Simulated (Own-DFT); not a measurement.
Simulation results for Si₃Ge (diamond lattice with Si and Ge gathered in clusters, atoms displaced)

All values are calculated (Own-DFT development build). A calculation, not a measurement: plane-wave density functional theory by an unreviewed code, no spin, of a simulated periodic cell, stress positive in tension, run twice, with PBE and with PBEsol, both on files made for PBE, so the change isn't that of files made for PBEsol; forces on such cells passed a denser k mesh, this cell's mesh not checked; the far tail of each file's local potential was reset to the Coulomb form; each entry is a single point on an unrelaxed cell, so the pressure reflects the starting lattice, mostly measured values (interpolated for alloys), from which strain is counted, and rises with the displacements; printed positions are rounded, which can move forces by about a meV/angstrom; the program, named Own-DFT, is a retired in-house code; no spin-orbit coupling; stress was not checked against mesh or cutoff.

```cif
# cell vector a (Å): 10.9755 0.0000 0.0000
# cell vector b (Å): 0.0000 10.9755 0.0000
# cell vector c (Å): 0.0000 0.0000 10.9755
data_Si3Ge
_symmetry_space_group_name_H-M 'P 1'
_symmetry_Int_Tables_number 1
_cell_length_a 10.9755
_cell_length_b 10.9755
_cell_length_c 10.9755
_cell_angle_alpha 90.000
_cell_angle_beta 90.000
_cell_angle_gamma 90.000
_cell_volume 1322.13
loop_
_atom_site_label
_atom_site_type_symbol
_atom_site_fract_x
_atom_site_fract_y
_atom_site_fract_z
_atom_site_occupancy
Si1 Si 0.00355 0.00058 0.99616 1
Si2 Si 0.99946 0.24977 0.25099 1
Si3 Si 0.24987 0.00018 0.25211 1
Si4 Si 0.25149 0.24782 0.99486 1
Si5 Si 0.12963 0.12466 0.12734 1
Si6 Si 0.12624 0.37574 0.37427 1
Ge1 Ge 0.37488 0.12813 0.37735 1
Si7 Si 0.37607 0.37303 0.12191 1
Si8 Si 0.00339 0.00189 0.50092 1
Si9 Si 0.99897 0.24901 0.74971 1
Si10 Si 0.24790 0.99820 0.74186 1
Si11 Si 0.25305 0.24919 0.50291 1
Si12 Si 0.12062 0.12403 0.62547 1
Si13 Si 0.12256 0.37518 0.87702 1
Si14 Si 0.37053 0.12467 0.87220 1
Si15 Si 0.37524 0.38097 0.61946 1
Si16 Si 0.00113 0.50031 0.00076 1
Si17 Si 0.99769 0.74846 0.24962 1
Si18 Si 0.24800 0.49813 0.25356 1
Si19 Si 0.24995 0.75248 0.99848 1
Si20 Si 0.12422 0.62511 0.12314 1
Si21 Si 0.12342 0.87777 0.37116 1
Ge2 Ge 0.37340 0.62819 0.37624 1
Ge3 Ge 0.37310 0.87627 0.12814 1
Si22 Si 0.99597 0.50167 0.49854 1
Si23 Si 0.99991 0.75159 0.75329 1
Si24 Si 0.24786 0.49755 0.74700 1
Si25 Si 0.25438 0.75184 0.50144 1
Si26 Si 0.12369 0.62122 0.62461 1
Si27 Si 0.12471 0.87267 0.87335 1
Si28 Si 0.37483 0.63129 0.87360 1
Ge4 Ge 0.37965 0.87336 0.62591 1
Si29 Si 0.50338 0.00033 0.99684 1
Si30 Si 0.50114 0.25049 0.24633 1
Ge5 Ge 0.74762 0.99602 0.24747 1
Si31 Si 0.74905 0.25332 0.99926 1
Ge6 Ge 0.62742 0.12262 0.12426 1
Si32 Si 0.62706 0.37228 0.37056 1
Ge7 Ge 0.87811 0.12602 0.37662 1
Si33 Si 0.87340 0.37254 0.12634 1
Ge8 Ge 0.50195 0.00027 0.49994 1
Si34 Si 0.50917 0.25028 0.74701 1
Si35 Si 0.75023 0.99711 0.74699 1
Si36 Si 0.74685 0.24997 0.50225 1
Ge9 Ge 0.62138 0.12439 0.62364 1
Si37 Si 0.62354 0.37037 0.87837 1
Si38 Si 0.87663 0.13018 0.87290 1
Si39 Si 0.87049 0.37135 0.62465 1
Si40 Si 0.50196 0.50244 0.99905 1
Ge10 Ge 0.50309 0.75061 0.24787 1
Si41 Si 0.74639 0.50212 0.25201 1
Si42 Si 0.75340 0.74780 0.99996 1
Ge11 Ge 0.62660 0.62300 0.12273 1
Ge12 Ge 0.62432 0.87289 0.37550 1
Ge13 Ge 0.87473 0.62884 0.37647 1
Ge14 Ge 0.87329 0.87755 0.12389 1
Si43 Si 0.50085 0.50145 0.50237 1
Si44 Si 0.49627 0.75094 0.75328 1
Si45 Si 0.75029 0.49773 0.74772 1
Ge15 Ge 0.75167 0.74883 0.50020 1
Ge16 Ge 0.63056 0.62644 0.62005 1
Si46 Si 0.62520 0.87409 0.86777 1
Si47 Si 0.87519 0.62401 0.87759 1
Si48 Si 0.87215 0.87757 0.62864 1
_calc_functional 'PBE, then PBEsol'
_calc_potential_files 'PseudoDojo norm-conserving, scalar-relativistic, standard set'
_calc_wave_cutoff 42  # hartree
_calc_occupations 'Fermi-Dirac'
_calc_smearing_width 0.1  # eV
_calc_k_mesh '3 x 3 x 3 centred on Gamma'
_calc_PBE_pressure 2.5  # GPa
_calc_PBE_stress_xx -2.47  # GPa
_calc_PBE_stress_yy -2.51  # GPa
_calc_PBE_stress_zz -2.51  # GPa
_calc_PBE_stress_yz -0.27  # GPa
_calc_PBE_stress_xz 0.17  # GPa
_calc_PBE_stress_xy 0.05  # GPa
_calc_PBEsol_pressure 0.71  # GPa
_calc_PBEsol_stress_xx -0.68  # GPa
_calc_PBEsol_stress_yy -0.72  # GPa
_calc_PBEsol_stress_zz -0.72  # GPa
_calc_PBEsol_stress_yz -0.27  # GPa
_calc_PBEsol_stress_xz 0.17  # GPa
_calc_PBEsol_stress_xy 0.04  # GPa
_calc_rms_change_of_force_components_from_PBE_to_PBEsol 0.044  # eV/angstrom
```

Force:
```csv
force element,PBE force x (eV/Å),PBE force y (eV/Å),PBE force z (eV/Å),PBEsol force x (eV/Å),PBEsol force y (eV/Å),PBEsol force z (eV/Å)
Si,0.005,0.48,0.166,-0.039,0.435,0.208
Si,0.597,0.279,-0.452,0.54,0.223,-0.397
Si,-0.27,0.317,0.072,-0.159,0.306,0.075
Si,-0.296,0.293,0.587,-0.298,0.293,0.578
Si,-0.442,0.136,-0.431,-0.435,0.137,-0.423
Si,-0.396,-0.313,0.515,-0.393,-0.316,0.519
Ge,-0.008,-0.059,-0.666,0.037,-0.106,-0.613
Si,-0.251,0.437,0.075,-0.252,0.433,0.073
Si,-0.401,-0.731,0.086,-0.448,-0.686,0.033
Si,0.128,0.482,-0.161,0.138,0.486,-0.161
Si,-0.174,0.229,0.999,-0.118,0.171,0.934
Si,-0.939,0.54,0.178,-0.878,0.475,0.131
Si,0.652,0.417,-0.065,0.64,0.421,-0.066
Si,0.257,-0.136,-0.365,0.25,-0.134,-0.357
Si,0.873,-0.25,-0.599,0.865,-0.254,-0.6
Si,0.34,-0.788,0.913,0.337,-0.78,0.904
Si,-0.4,-0.206,0.19,-0.398,-0.208,0.19
Si,0.72,0.425,-0.352,0.612,0.417,-0.34
Si,0.226,0.099,-0.941,0.277,0.149,-0.888
Si,-0.299,-0.323,0.134,-0.247,-0.269,0.188
Si,0.294,-0.025,0.314,0.295,-0.02,0.312
Si,0.184,-0.574,0.62,0.179,-0.573,0.611
Ge,0.224,-0.684,-0.047,0.265,-0.626,-0.082
Ge,0.207,0.375,-0.839,0.252,0.326,-0.774
Si,0.491,-0.821,0.416,0.428,-0.762,0.36
Si,-0.23,-0.512,-0.46,-0.23,-0.508,-0.46
Si,0.242,0.288,0.549,0.24,0.277,0.553
Si,-1.441,0.026,-0.087,-1.325,0.033,-0.089
Si,-0.062,0.708,-0.085,-0.061,0.704,-0.088
Si,0.307,0.495,-0.113,0.311,0.491,-0.112
Si,-0.392,-1.099,0.216,-0.396,-1.093,0.214
Ge,-0.577,0.071,0.017,-0.517,0.111,-0.032
Si,-0.623,-0.149,-0.488,-0.605,-0.146,-0.389
Si,-0.084,0.199,0.105,-0.077,0.097,0.104
Ge,0.443,0.597,0.861,0.428,0.574,0.826
Si,0.566,-0.379,0.046,0.517,-0.426,0.096
Ge,-0.499,0.633,-0.53,-0.446,0.568,-0.466
Si,-0.522,0.314,0.676,-0.52,0.306,0.671
Ge,-0.475,-0.068,0.151,-0.503,-0.103,0.116
Si,0.138,0.589,0.068,0.132,0.586,0.072
Ge,-0.437,-0.167,-0.339,-0.421,-0.162,-0.323
Si,-2.016,0.507,0.58,-1.943,0.443,0.506
Si,0.059,0.807,0.665,0.007,0.854,0.618
Si,0.202,0.18,-0.586,0.186,0.078,-0.578
Ge,1.197,-0.035,0.326,1.125,-0.088,0.264
Si,0.212,0.949,-0.531,0.205,0.942,-0.52
Si,-0.454,-0.779,0.278,-0.46,-0.772,0.278
Si,0.573,0.386,-0.067,0.57,0.377,-0.068
Si,-0.806,-0.497,-0.486,-0.747,-0.434,-0.43
Ge,-0.489,-0.38,0.02,-0.477,-0.361,0.026
Si,0.735,-0.677,-0.147,0.726,-0.563,-0.15
Si,-0.493,0.387,-0.731,-0.497,0.396,-0.62
Ge,0.272,0.102,-0.177,0.228,0.148,-0.125
Ge,0.228,0.121,0.083,0.22,0.116,0.073
Ge,0.221,-0.848,-0.709,0.156,-0.777,-0.647
Ge,0.913,-0.577,-0.621,0.837,-0.522,-0.552
Si,0.255,-0.374,-1.023,0.273,-0.27,-1.018
Si,1.01,-0.378,-0.337,0.994,-0.359,-0.438
Si,0.082,-0.139,0.868,0.032,-0.088,0.814
Ge,0.461,1.255,0.228,0.403,1.169,0.18
Ge,-1.226,-0.551,1.426,-1.151,-0.483,1.335
Si,0.208,-0.154,0.952,0.209,-0.156,0.942
Si,0.095,-0.222,-0.516,0.091,-0.225,-0.513
Si,1.086,-0.227,-0.431,1.032,-0.273,-0.484
```
